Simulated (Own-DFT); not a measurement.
GaN (wurtzite, strained, atoms displaced) (calculated)

All values are calculated (Own-DFT development build). A calculation, not a measurement: plane-wave PBE density functional theory by an unreviewed code, no spin, of a simulated periodic cell, stress positive in tension, free energy of the whole cell less one offset for each atom, forces on such cells passed a denser k mesh, this cell's mesh not checked; offsets are fitted by least squares, one for each functional and potential file, so energies compare only between cells with the same atoms and settings and are not formation energies; the far tail of each file's local potential was reset to the Coulomb form; each entry is a single point on an unrelaxed cell, so the pressure reflects the starting lattice, mostly measured values (interpolated for alloys), from which strain is counted, and rises with the displacements; printed positions are rounded, which can move forces by about a meV/angstrom; the program, named Own-DFT, is a retired in-house code; no spin-orbit coupling.

Settings shared by all entries: functional PBE; potential files PseudoDojo norm-conserving, scalar-relativistic, standard set with the stringent files for Ga; wave cutoff 96 hartree; occupations Gaussian; smearing width 0.01 eV; k mesh 3 x 4 x 3 centred on Gamma.

(1) 
```cif
# cell vector a (Å): 12.7560 0.0000 0.0000
# cell vector b (Å): -4.7835 8.2853 0.0000
# cell vector c (Å): 0.0000 0.0000 10.3441
data_GaN
_symmetry_space_group_name_H-M 'P 1'
_symmetry_Int_Tables_number 1
_cell_length_a 12.7560
_cell_length_b 9.5670
_cell_length_c 10.3441
_cell_angle_alpha 90.000
_cell_angle_beta 90.000
_cell_angle_gamma 120.000
_cell_volume 1093.24
loop_
_atom_site_label
_atom_site_type_symbol
_atom_site_fract_x
_atom_site_fract_y
_atom_site_fract_z
_atom_site_occupancy
Ga1 Ga 0.08153 0.21879 0.99965 1
Ga2 Ga 0.16252 0.10269 0.24614 1
N1 N 0.08303 0.22834 0.19082 1
N2 N 0.16485 0.10488 0.43949 1
Ga3 Ga 0.08686 0.22449 0.50520 1
Ga4 Ga 0.16682 0.11491 0.74959 1
N3 N 0.09130 0.22909 0.68574 1
N4 N 0.16213 0.10245 0.93278 1
Ga5 Ga 0.08665 0.55676 0.99878 1
Ga6 Ga 0.17177 0.44171 0.24601 1
N5 N 0.08795 0.56477 0.18904 1
N6 N 0.15979 0.44039 0.44994 1
Ga7 Ga 0.07566 0.54948 0.49947 1
Ga8 Ga 0.16961 0.44123 0.74684 1
N7 N 0.08228 0.55267 0.68355 1
N8 N 0.16266 0.43566 0.94049 1
Ga9 Ga 0.07895 0.88913 0.00112 1
Ga10 Ga 0.16675 0.78995 0.24961 1
N9 N 0.08151 0.88314 0.18945 1
N10 N 0.16687 0.78289 0.43498 1
Ga11 Ga 0.07646 0.87414 0.50052 1
Ga12 Ga 0.16460 0.77892 0.74691 1
N11 N 0.08993 0.89503 0.68902 1
N12 N 0.16482 0.78408 0.93690 1
Ga13 Ga 0.33312 0.21522 0.99390 1
Ga14 Ga 0.41201 0.11077 0.25794 1
N13 N 0.33329 0.22474 0.18983 1
N14 N 0.41375 0.11274 0.43910 1
Ga15 Ga 0.33441 0.22914 0.49535 1
Ga16 Ga 0.40847 0.10800 0.75071 1
N15 N 0.34060 0.23055 0.68999 1
N16 N 0.41903 0.10152 0.92384 1
Ga17 Ga 0.31647 0.54108 0.99697 1
Ga18 Ga 0.40771 0.43541 0.24766 1
N17 N 0.32600 0.55932 0.19883 1
N18 N 0.42101 0.44041 0.43975 1
Ga19 Ga 0.33018 0.55381 0.49702 1
Ga20 Ga 0.41482 0.44952 0.74551 1
N19 N 0.34791 0.56980 0.69588 1
N20 N 0.41376 0.44389 0.93808 1
Ga21 Ga 0.33043 0.89662 0.99483 1
Ga22 Ga 0.41748 0.77045 0.24965 1
N21 N 0.33924 0.89580 0.18839 1
N22 N 0.41740 0.78123 0.43947 1
Ga23 Ga 0.32706 0.88574 0.49918 1
Ga24 Ga 0.41571 0.76925 0.75592 1
N23 N 0.33422 0.89001 0.68294 1
N24 N 0.41478 0.77646 0.94049 1
Ga25 Ga 0.58343 0.22395 0.00274 1
Ga26 Ga 0.66200 0.10622 0.24917 1
N25 N 0.58374 0.21713 0.18471 1
N26 N 0.66548 0.10902 0.44118 1
Ga27 Ga 0.58858 0.23942 0.49884 1
Ga28 Ga 0.66427 0.10987 0.74564 1
N27 N 0.58322 0.21944 0.68997 1
N28 N 0.65981 0.10864 0.94327 1
Ga29 Ga 0.58569 0.56439 0.99834 1
Ga30 Ga 0.66945 0.43476 0.25405 1
N29 N 0.57815 0.54497 0.18269 1
N30 N 0.66821 0.44449 0.44159 1
Ga31 Ga 0.57293 0.55359 0.49444 1
Ga32 Ga 0.66668 0.44404 0.75036 1
N31 N 0.58693 0.55751 0.67313 1
N32 N 0.66744 0.44192 0.94368 1
Ga33 Ga 0.58983 0.90232 0.00222 1
Ga34 Ga 0.66498 0.77676 0.24831 1
N33 N 0.58165 0.88705 0.18976 1
N34 N 0.66271 0.76849 0.44052 1
Ga35 Ga 0.58766 0.89862 0.50167 1
Ga36 Ga 0.66471 0.77563 0.74563 1
N35 N 0.58709 0.88717 0.68489 1
N36 N 0.66410 0.77611 0.93752 1
Ga37 Ga 0.82738 0.22440 0.99450 1
Ga38 Ga 0.91602 0.11609 0.25512 1
N37 N 0.83960 0.22919 0.19039 1
N38 N 0.91401 0.11128 0.44384 1
Ga39 Ga 0.82842 0.22128 0.49507 1
Ga40 Ga 0.91443 0.10723 0.74817 1
N39 N 0.84086 0.22284 0.69757 1
N40 N 0.91070 0.10783 0.93906 1
Ga41 Ga 0.82824 0.55251 0.00021 1
Ga42 Ga 0.92073 0.44526 0.24861 1
N41 N 0.84269 0.56465 0.17742 1
N42 N 0.90906 0.43749 0.43396 1
Ga43 Ga 0.83174 0.55275 0.49771 1
Ga44 Ga 0.92754 0.46257 0.75048 1
N43 N 0.83276 0.55642 0.69046 1
N44 N 0.91693 0.44263 0.94167 1
Ga45 Ga 0.83010 0.87544 0.99667 1
Ga46 Ga 0.91536 0.78275 0.24895 1
N45 N 0.83662 0.88941 0.19104 1
N46 N 0.91742 0.77119 0.44622 1
Ga47 Ga 0.83337 0.89192 0.49822 1
Ga48 Ga 0.91296 0.77780 0.74701 1
N47 N 0.83386 0.89077 0.68416 1
N48 N 0.92171 0.78352 0.94068 1
_calc_free_energy_of_cell_above_offsets '-4.764'  # eV
_calc_pressure 7.5  # GPa
_calc_stress_xx -5.96  # GPa
_calc_stress_yy -9.25  # GPa
_calc_stress_zz -7.3  # GPa
_calc_stress_yz 0.15  # GPa
_calc_stress_xz -1.11  # GPa
_calc_stress_xy 0.23  # GPa
```

Force:
```tsv
element	x (eV/Å)	y (eV/Å)	z (eV/Å)
Ga	-0.789	-1.103	0.154
Ga	-0.288	1.012	0.86
N	0.671	-1.482	-0.475
N	-0.358	0.301	-0.325
Ga	-0.252	-1.255	-1.239
Ga	0.958	-0.191	-0.709
N	-0.714	-0.98	1.062
N	0.14	1.213	1.214
Ga	-1.004	0.355	0.615
Ga	-3.263	0.203	1.831
N	0.536	-0.557	0.092
N	1	0.614	-1.525
Ga	0.112	0.74	-0.829
Ga	-0.258	1.179	0.2
N	1.15	0.963	0.684
N	-1.465	-0.097	-1.392
Ga	1.037	-0.197	0.048
Ga	2.3	-1.492	-0.112
N	-1.34	1.259	-0.729
N	-0.071	-1.542	0.319
Ga	0.631	2.064	0.584
Ga	1.026	0.101	0.207
N	-1.389	-0.628	-0.306
N	0.321	-0.976	-0.127
Ga	0.003	0.572	0.118
Ga	0.909	-0.003	-1.132
N	-0.366	-1.542	-1.123
N	0.761	0.289	0.714
Ga	-0.118	-2.007	1.174
Ga	1.454	0.068	-2.506
N	-1.432	-0.335	-0.712
N	-0.761	1.85	3.043
Ga	3.093	2.472	0.99
Ga	0.792	1.778	-0.035
N	2.722	-0.817	-1.996
N	-3.276	0.091	-1.577
Ga	0.322	0.838	0.481
Ga	2.373	-0.61	0.987
N	-2.456	-2.871	-2.366
N	0.109	-0.259	0.053
Ga	1.163	-1.577	1.05
Ga	-1.104	1.921	0.482
N	-0.684	-0.431	-0.272
N	0.159	-0.516	-0.084
Ga	1.036	0.63	-0.126
Ga	-0.35	3.723	0.074
N	-0.05	-0.723	0.996
N	-0.09	-0.281	0.716
Ga	-0.655	-0.409	-0.78
Ga	0.952	0.532	0.347
N	-0.777	0.262	1.21
N	-0.837	1.091	-0.901
Ga	-0.306	-3.37	1.147
Ga	0.881	0.123	0.556
N	-0.592	0.568	-0.452
N	0.66	1.285	-1.315
Ga	-0.494	-1.838	0.178
Ga	-0.465	1.23	-1.22
N	0.18	0.623	1.365
N	-0.596	1.505	-1.267
Ga	2.879	0.931	0.199
Ga	-0.417	-0.345	-0.03
N	-0.212	-0.376	2.776
N	-1.168	0.427	-1.243
Ga	-0.731	-2.674	-0.014
Ga	0.499	-0.805	0.341
N	0.56	-0.048	-0.199
N	-0.058	1.707	-0.954
Ga	-0.308	-1.937	-0.294
Ga	0.506	-0.152	-0.048
N	-0.94	0.358	0.932
N	0.11	0.851	-0.488
Ga	1.169	-0.478	0.645
Ga	0.383	-0.403	-0.446
N	-1.266	-1.151	-0.576
N	0.605	0.282	-0.451
Ga	0.798	-0.1	1.658
Ga	0.783	0.378	0.705
N	-1.999	1.057	-1.439
N	0.655	-0.325	0.09
Ga	1.397	0.633	-0.977
Ga	-0.196	0.95	-0.785
N	-0.83	-0.847	2.734
N	0.485	0.797	0.506
Ga	-0.011	0.039	0.788
Ga	-1.133	-2.416	0.785
N	0.349	0.038	-0.366
N	-0.113	1.067	-0.696
Ga	-0.698	1.864	0.579
Ga	0.857	-1.193	0.801
N	-1.311	0.539	-0.438
N	-1.495	0.407	-1.521
Ga	0.013	-1.041	-0.129
Ga	0.874	0.576	0.294
N	0.073	-0.342	0.546
N	-0.961	-1.637	-1.203
```

(2) 
```cif
# cell vector a (Å): 12.7560 0.0000 0.0000
# cell vector b (Å): -4.7835 8.2853 0.0000
# cell vector c (Å): 0.0000 0.0000 10.3441
data_GaN
_symmetry_space_group_name_H-M 'P 1'
_symmetry_Int_Tables_number 1
_cell_length_a 12.7560
_cell_length_b 9.5670
_cell_length_c 10.3441
_cell_angle_alpha 90.000
_cell_angle_beta 90.000
_cell_angle_gamma 120.000
_cell_volume 1093.24
loop_
_atom_site_label
_atom_site_type_symbol
_atom_site_fract_x
_atom_site_fract_y
_atom_site_fract_z
_atom_site_occupancy
Ga1 Ga 0.07870 0.21625 0.00393 1
Ga2 Ga 0.16829 0.10377 0.25126 1
N1 N 0.07968 0.22315 0.18579 1
N2 N 0.16299 0.10790 0.43848 1
Ga3 Ga 0.07964 0.22116 0.49904 1
Ga4 Ga 0.16821 0.11191 0.75167 1
N3 N 0.08526 0.22376 0.68306 1
N4 N 0.16195 0.10969 0.94223 1
Ga5 Ga 0.08637 0.56020 0.99371 1
Ga6 Ga 0.16785 0.45097 0.24870 1
N5 N 0.08624 0.55988 0.18356 1
N6 N 0.16480 0.44052 0.44308 1
Ga7 Ga 0.07729 0.54996 0.50625 1
Ga8 Ga 0.16523 0.44148 0.74470 1
N7 N 0.08672 0.57204 0.69571 1
N8 N 0.16448 0.44444 0.94294 1
Ga9 Ga 0.08011 0.90016 0.99807 1
Ga10 Ga 0.17217 0.79045 0.24901 1
N9 N 0.08457 0.89732 0.18179 1
N10 N 0.16664 0.77413 0.43902 1
Ga11 Ga 0.07748 0.88777 0.49439 1
Ga12 Ga 0.16561 0.77261 0.74427 1
N11 N 0.07858 0.88317 0.68311 1
N12 N 0.16321 0.78574 0.93307 1
Ga13 Ga 0.33018 0.21186 0.99185 1
Ga14 Ga 0.41939 0.11169 0.24032 1
N13 N 0.33469 0.23006 0.18929 1
N14 N 0.41757 0.10109 0.43862 1
Ga15 Ga 0.32976 0.22413 0.49514 1
Ga16 Ga 0.41175 0.10497 0.75778 1
N15 N 0.32198 0.21805 0.68471 1
N16 N 0.41503 0.11440 0.93237 1
Ga17 Ga 0.33525 0.55894 0.99486 1
Ga18 Ga 0.41795 0.44182 0.24591 1
N17 N 0.33332 0.56247 0.18653 1
N18 N 0.41313 0.44333 0.43384 1
Ga19 Ga 0.33502 0.55425 0.50093 1
Ga20 Ga 0.41382 0.44828 0.76029 1
N19 N 0.33301 0.54189 0.69738 1
N20 N 0.41538 0.44353 0.93664 1
Ga21 Ga 0.33239 0.89909 0.99490 1
Ga22 Ga 0.41616 0.78202 0.25749 1
N21 N 0.33116 0.88848 0.19500 1
N22 N 0.42065 0.78026 0.44243 1
Ga23 Ga 0.32884 0.88583 0.50016 1
Ga24 Ga 0.42055 0.77506 0.75179 1
N23 N 0.33824 0.90045 0.68462 1
N24 N 0.41277 0.76620 0.93293 1
Ga25 Ga 0.59292 0.22708 0.00619 1
Ga26 Ga 0.66757 0.10684 0.25288 1
N25 N 0.58856 0.22612 0.18207 1
N26 N 0.65925 0.10866 0.44194 1
Ga27 Ga 0.57593 0.21922 0.50139 1
Ga28 Ga 0.66831 0.11284 0.75018 1
N27 N 0.57814 0.21665 0.70084 1
N28 N 0.66673 0.11217 0.93799 1
Ga29 Ga 0.57832 0.54763 0.00095 1
Ga30 Ga 0.66473 0.45149 0.24664 1
N29 N 0.58322 0.56524 0.18331 1
N30 N 0.66306 0.44992 0.43156 1
Ga31 Ga 0.58245 0.56016 0.49551 1
Ga32 Ga 0.66637 0.44905 0.74212 1
N31 N 0.58192 0.55936 0.69431 1
N32 N 0.66741 0.44702 0.93024 1
Ga33 Ga 0.58399 0.88323 0.00555 1
Ga34 Ga 0.66719 0.78103 0.25071 1
N33 N 0.58641 0.89782 0.19571 1
N34 N 0.67114 0.77668 0.44763 1
Ga35 Ga 0.57759 0.88844 0.49712 1
Ga36 Ga 0.66775 0.78041 0.75039 1
N35 N 0.58001 0.88904 0.68867 1
N36 N 0.66695 0.77322 0.93538 1
Ga37 Ga 0.82647 0.21111 0.00540 1
Ga38 Ga 0.91450 0.11380 0.25479 1
N37 N 0.84046 0.22678 0.19543 1
N38 N 0.91395 0.10832 0.44030 1
Ga39 Ga 0.83446 0.22752 0.49856 1
Ga40 Ga 0.91264 0.10701 0.74628 1
N39 N 0.83639 0.22272 0.69427 1
N40 N 0.91896 0.10924 0.94518 1
Ga41 Ga 0.83678 0.56337 0.00208 1
Ga42 Ga 0.91716 0.45453 0.24966 1
N41 N 0.83103 0.55478 0.18696 1
N42 N 0.91830 0.44569 0.43887 1
Ga43 Ga 0.83005 0.56237 0.50101 1
Ga44 Ga 0.91951 0.44206 0.75224 1
N43 N 0.83050 0.55304 0.69170 1
N44 N 0.92062 0.44249 0.93545 1
Ga45 Ga 0.82993 0.88236 0.99805 1
Ga46 Ga 0.91309 0.77558 0.24535 1
N45 N 0.83938 0.88510 0.18964 1
N46 N 0.90948 0.76700 0.43586 1
Ga47 Ga 0.83332 0.88489 0.49691 1
Ga48 Ga 0.90933 0.76952 0.74677 1
N47 N 0.83248 0.89047 0.69160 1
N48 N 0.91671 0.77291 0.93965 1
_calc_free_energy_of_cell_above_offsets '-5.435'  # eV
_calc_pressure 7.33  # GPa
_calc_stress_xx -6.01  # GPa
_calc_stress_yy -8.4  # GPa
_calc_stress_zz -7.58  # GPa
_calc_stress_yz -0.14  # GPa
_calc_stress_xz -0.32  # GPa
_calc_stress_xy -0.56  # GPa
```

Force:
```tsv
element	x (eV/Å)	y (eV/Å)	z (eV/Å)
Ga	0.114	1.58	-0.169
Ga	-1.412	1.979	-0.15
N	0.889	-0.045	1.65
N	-0.07	0.089	-0.527
Ga	0.566	-0.215	-0.257
Ga	-1.419	-1.215	-0.386
N	-0.876	-0.617	0.961
N	0.553	1.248	-1.157
Ga	-0.303	0.175	0.582
Ga	-0.037	-0.747	-0.037
N	-0.881	0.708	0.638
N	-0.137	0.902	-0.354
Ga	0.949	0.919	-0.52
Ga	-0.286	0.233	1.328
N	0.661	-4.686	-1.811
N	0.773	-0.459	-1.215
Ga	0.883	-2	-0.306
Ga	-1.23	-1.964	0.122
N	0.157	-1.528	1.01
N	-0.903	-0.068	-0.284
Ga	0.865	-0.441	0.805
Ga	-0.209	4.311	1.12
N	-0.33	0.413	0.457
N	0.708	0.114	0.529
Ga	-1.21	1.672	1.273
Ga	-0.2	0.591	1.365
N	0.738	-1.742	-1.032
N	-1.66	1.214	-1.189
Ga	0.813	-0.824	0.671
Ga	-0.411	1.351	-2.747
N	2.35	1.063	0.367
N	1.368	-0.057	2.469
Ga	-0.905	-1.612	1.191
Ga	-1.272	1.448	0.139
N	0.881	-0.055	0.29
N	0.728	0.253	0.112
Ga	-0.599	-0.161	0.494
Ga	2.22	-1.747	-1.811
N	-2.14	2.422	-2.007
N	0.06	-0.784	1.864
Ga	0.343	-1.993	0.413
Ga	0.18	-0.728	-0.861
N	1.124	0.943	-1.797
N	-1.491	-1.315	-0.217
Ga	0.425	0.146	0.242
Ga	-1.295	-0.022	-0.98
N	0.16	-2.457	0.63
N	-0.087	2.811	1.227
Ga	-0.961	0.534	-2.663
Ga	-0.041	2.302	0.544
N	-0.337	-0.056	1.978
N	1.11	0.801	-0.246
Ga	0.538	0.659	0.817
Ga	-0.409	-0.199	-0.117
N	0.227	0.968	-1.724
N	0.106	-1.187	0.482
Ga	0.671	0.45	-1.258
Ga	0.307	-0.477	-0.14
N	0.283	-0.631	0.779
N	0.538	-0.881	0.966
Ga	-0.45	-1.028	1.338
Ga	-0.436	-1.137	0.938
N	-0.253	-0.38	-1.327
N	0.231	-0.14	1.489
Ga	-0.591	0.189	-0.881
Ga	0.714	0.266	0.537
N	-0.028	-1.766	-0.902
N	-1.753	0.733	-1.713
Ga	1.903	0.496	1.332
Ga	-0.598	-0.059	-0.477
N	1.084	0.331	-0.237
N	-0.704	0.137	1.007
Ga	1.324	1.501	-0.298
Ga	1.627	-0.494	-0.611
N	-1.916	-0.063	-0.519
N	-0.239	-0.067	0.223
Ga	-0.527	-0.93	0.449
Ga	1.356	0.676	1.175
N	-0.721	0.148	-1.305
N	-1.353	-0.877	-1.251
Ga	0.307	-1.946	-1.066
Ga	1.386	-0.487	-0.162
N	-0.2	0.143	0.188
N	-1.212	0.179	0.101
Ga	0.563	-2.202	0.369
Ga	-0.737	0.492	0.155
N	0.622	-0.45	-1.147
N	-1.142	-0.315	1.17
Ga	0.543	0.502	0.232
Ga	1.596	-0.149	0.628
N	-2.678	1.017	-0.37
N	0.451	1.864	-0.668
Ga	0.127	0.761	0.941
Ga	0.971	1.197	0.655
N	0.256	-0.632	-0.853
N	-0.7	1.1	-0.696
```

(3) 
```cif
# cell vector a (Å): 12.7560 0.0000 0.0000
# cell vector b (Å): -4.7835 8.2853 0.0000
# cell vector c (Å): 0.0000 0.0000 10.3441
data_GaN
_symmetry_space_group_name_H-M 'P 1'
_symmetry_Int_Tables_number 1
_cell_length_a 12.7560
_cell_length_b 9.5670
_cell_length_c 10.3441
_cell_angle_alpha 90.000
_cell_angle_beta 90.000
_cell_angle_gamma 120.000
_cell_volume 1093.24
loop_
_atom_site_label
_atom_site_type_symbol
_atom_site_fract_x
_atom_site_fract_y
_atom_site_fract_z
_atom_site_occupancy
Ga1 Ga 0.08326 0.22289 0.99971 1
Ga2 Ga 0.16920 0.11909 0.24319 1
N1 N 0.08235 0.21655 0.19319 1
N2 N 0.16831 0.10697 0.43735 1
Ga3 Ga 0.07959 0.22067 0.50518 1
Ga4 Ga 0.16548 0.11694 0.75152 1
N3 N 0.08531 0.21869 0.68609 1
N4 N 0.16526 0.11578 0.93266 1
Ga5 Ga 0.08520 0.55034 0.00257 1
Ga6 Ga 0.16093 0.43496 0.25094 1
N5 N 0.08906 0.55824 0.18910 1
N6 N 0.17112 0.44348 0.43557 1
Ga7 Ga 0.08513 0.55198 0.49414 1
Ga8 Ga 0.16885 0.43963 0.74699 1
N7 N 0.08805 0.55347 0.68638 1
N8 N 0.16142 0.44329 0.93883 1
Ga9 Ga 0.08073 0.88965 0.00091 1
Ga10 Ga 0.16425 0.77546 0.25223 1
N9 N 0.08585 0.88756 0.18995 1
N10 N 0.16694 0.77833 0.44562 1
Ga11 Ga 0.08992 0.89072 0.49592 1
Ga12 Ga 0.17229 0.78018 0.75527 1
N11 N 0.08351 0.87994 0.68509 1
N12 N 0.16889 0.77537 0.93543 1
Ga13 Ga 0.33743 0.22431 0.00145 1
Ga14 Ga 0.41709 0.11341 0.24591 1
N13 N 0.34061 0.22855 0.19750 1
N14 N 0.40688 0.11354 0.43082 1
Ga15 Ga 0.32975 0.21951 0.50115 1
Ga16 Ga 0.41848 0.11379 0.75028 1
N15 N 0.34109 0.22145 0.68938 1
N16 N 0.42081 0.11478 0.93791 1
Ga17 Ga 0.32991 0.54809 0.00023 1
Ga18 Ga 0.41515 0.44613 0.24123 1
N17 N 0.32933 0.54697 0.18886 1
N18 N 0.41288 0.44485 0.43280 1
Ga19 Ga 0.33413 0.54626 0.49929 1
Ga20 Ga 0.42004 0.44478 0.74731 1
N19 N 0.33672 0.55705 0.68990 1
N20 N 0.41237 0.43814 0.95071 1
Ga21 Ga 0.32900 0.88143 0.99936 1
Ga22 Ga 0.41299 0.77890 0.24296 1
N21 N 0.33840 0.90115 0.18698 1
N22 N 0.41754 0.77652 0.43410 1
Ga23 Ga 0.33725 0.89193 0.49627 1
Ga24 Ga 0.41545 0.78627 0.75349 1
N23 N 0.33207 0.88727 0.68280 1
N24 N 0.41838 0.77855 0.94186 1
Ga25 Ga 0.58703 0.22359 0.00304 1
Ga26 Ga 0.66777 0.11810 0.25182 1
N25 N 0.58476 0.22439 0.19128 1
N26 N 0.66503 0.11295 0.44420 1
Ga27 Ga 0.58606 0.22306 0.49299 1
Ga28 Ga 0.66008 0.10485 0.74917 1
N27 N 0.58519 0.22130 0.68496 1
N28 N 0.65874 0.09805 0.94081 1
Ga29 Ga 0.57843 0.55457 0.99184 1
Ga30 Ga 0.66288 0.43765 0.25481 1
N29 N 0.58465 0.56289 0.17942 1
N30 N 0.67365 0.43854 0.44489 1
Ga31 Ga 0.58342 0.56478 0.49922 1
Ga32 Ga 0.66474 0.43202 0.75252 1
N31 N 0.58502 0.55726 0.69015 1
N32 N 0.66407 0.44159 0.94331 1
Ga33 Ga 0.58005 0.88560 0.99596 1
Ga34 Ga 0.65913 0.76182 0.24302 1
N33 N 0.58442 0.88389 0.18530 1
N34 N 0.66946 0.77511 0.43056 1
Ga35 Ga 0.58432 0.89630 0.50664 1
Ga36 Ga 0.67587 0.79192 0.74937 1
N35 N 0.57887 0.88048 0.68488 1
N36 N 0.66954 0.78323 0.93538 1
Ga37 Ga 0.83063 0.22872 0.99636 1
Ga38 Ga 0.91091 0.11120 0.25240 1
N37 N 0.83790 0.22867 0.18919 1
N38 N 0.91243 0.11024 0.44012 1
Ga39 Ga 0.83687 0.23522 0.50276 1
Ga40 Ga 0.91686 0.11975 0.75958 1
N39 N 0.83398 0.23532 0.69181 1
N40 N 0.91929 0.11425 0.94121 1
Ga41 Ga 0.83196 0.55276 0.00183 1
Ga42 Ga 0.91482 0.43345 0.24373 1
N41 N 0.82965 0.55443 0.18833 1
N42 N 0.92236 0.44504 0.43777 1
Ga43 Ga 0.83574 0.54643 0.49918 1
Ga44 Ga 0.92095 0.43717 0.74270 1
N43 N 0.83091 0.55878 0.68249 1
N44 N 0.92499 0.45604 0.93556 1
Ga45 Ga 0.82630 0.88591 0.00490 1
Ga46 Ga 0.91419 0.77645 0.25660 1
N45 N 0.83062 0.89674 0.18192 1
N46 N 0.91987 0.78579 0.44527 1
Ga47 Ga 0.83676 0.88965 0.49633 1
Ga48 Ga 0.91612 0.77679 0.74899 1
N47 N 0.83363 0.89013 0.68146 1
N48 N 0.91818 0.77728 0.93559 1
_calc_free_energy_of_cell_above_offsets '-5.698'  # eV
_calc_pressure 7.18  # GPa
_calc_stress_xx -6.41  # GPa
_calc_stress_yy -7.57  # GPa
_calc_stress_zz -7.57  # GPa
_calc_stress_yz -0.6  # GPa
_calc_stress_xz -0.45  # GPa
_calc_stress_xy 0.82  # GPa
```

Force:
```tsv
element	x (eV/Å)	y (eV/Å)	z (eV/Å)
Ga	0.003	-0.026	0.601
Ga	1.212	-1.326	1.497
N	-1.34	0.339	-1.157
N	-1.309	0.926	-0.237
Ga	0.76	-0.388	-1.721
Ga	1.8	-1.754	-1.035
N	-1.358	0.461	0.757
N	0.843	-0.314	1.657
Ga	-0.786	1.28	-0.164
Ga	0.784	0.748	-0.037
N	-0.732	-0.694	0.147
N	-0.795	-0.598	0.599
Ga	0.784	0.88	1.005
Ga	-0.228	0.816	0.215
N	-0.096	-0.056	-0.148
N	1.607	-0.453	-0.544
Ga	0.576	-0.126	-0.347
Ga	0.744	0.703	0.403
N	-0.857	0.379	-0.262
N	0.957	-0.824	-1.589
Ga	-1.066	-0.054	1.048
Ga	-0.972	-0.65	-1.658
N	-0.282	1.231	0.739
N	-0.719	0.006	1.312
Ga	-0.357	-1.416	0.391
Ga	0.17	0.16	0.742
N	-1.132	-0.759	-2.087
N	2.441	-0.299	0.861
Ga	0.037	0.809	-0.228
Ga	0.643	-0.762	-0.041
N	-1.948	0.473	-0.121
N	-0.157	-0.643	0.359
Ga	-0.616	0.639	0.091
Ga	0.823	0.616	1.17
N	-1.088	1.072	-0.531
N	1.808	-0.473	0.161
Ga	-0.875	1.753	0.212
Ga	-0.174	0.118	0.545
N	-0.156	-0.077	0.159
N	0.018	0.906	-2.164
Ga	0.328	1.314	0.25
Ga	0.962	-0.253	0.658
N	-0.555	-1.855	-0.31
N	0	0.123	0.319
Ga	-0.165	-0.213	-0.322
Ga	0.463	-1.345	-0.448
N	0.44	0.887	0.76
N	-0.765	-1.012	-0.575
Ga	-0.65	-0.55	-0.121
Ga	0.64	-1.741	0.002
N	0.02	-0.355	-0.38
N	1.328	0.058	-0.964
Ga	-2.041	-0.592	1.009
Ga	0.491	0.321	0.057
N	-0.354	-0.867	-0.041
N	0.571	2.25	-0.783
Ga	0.934	0.571	0.351
Ga	-0.195	1.511	-0.177
N	0.476	-3.224	0.082
N	-1.848	1.052	-1.38
Ga	0.518	-1.303	0.348
Ga	-0.153	1.9	-0.487
N	0.404	0.201	0.183
N	0.361	0.162	-0.747
Ga	0.749	-0.598	1.4
Ga	0.104	3.314	1.149
N	-0.831	0.965	0.213
N	-0.572	0.879	0.64
Ga	0.366	-1.494	-2.361
Ga	-0.274	-1.745	-0.303
N	0.104	1.067	1.458
N	-0.686	-0.885	-0.226
Ga	0.702	-0.375	-0.025
Ga	1.028	-0.493	-0.002
N	-0.972	-1.922	-1.107
N	-0.054	0.841	0.015
Ga	0.177	-1.955	0.003
Ga	0.421	-0.976	-1.673
N	0.16	-3.832	-0.659
N	-1.076	-0.188	0.378
Ga	0.059	0.857	-0.532
Ga	-0.289	3.368	1.008
N	0.644	-0.164	0.612
N	-0.351	0.179	-1.053
Ga	-0.398	1.928	0.235
Ga	-0.849	4.244	1.391
N	0.86	-1.019	1.184
N	-0.969	-1.403	0.125
Ga	1.572	0.478	-1.407
Ga	-0.047	0.527	-0.641
N	0.722	-1.003	2.038
N	0.97	-1.527	-1.199
Ga	-1.143	-0.046	0.218
Ga	0.347	0.086	-0.55
N	0.308	1.262	1.133
N	-0.961	-0.032	0.664
```
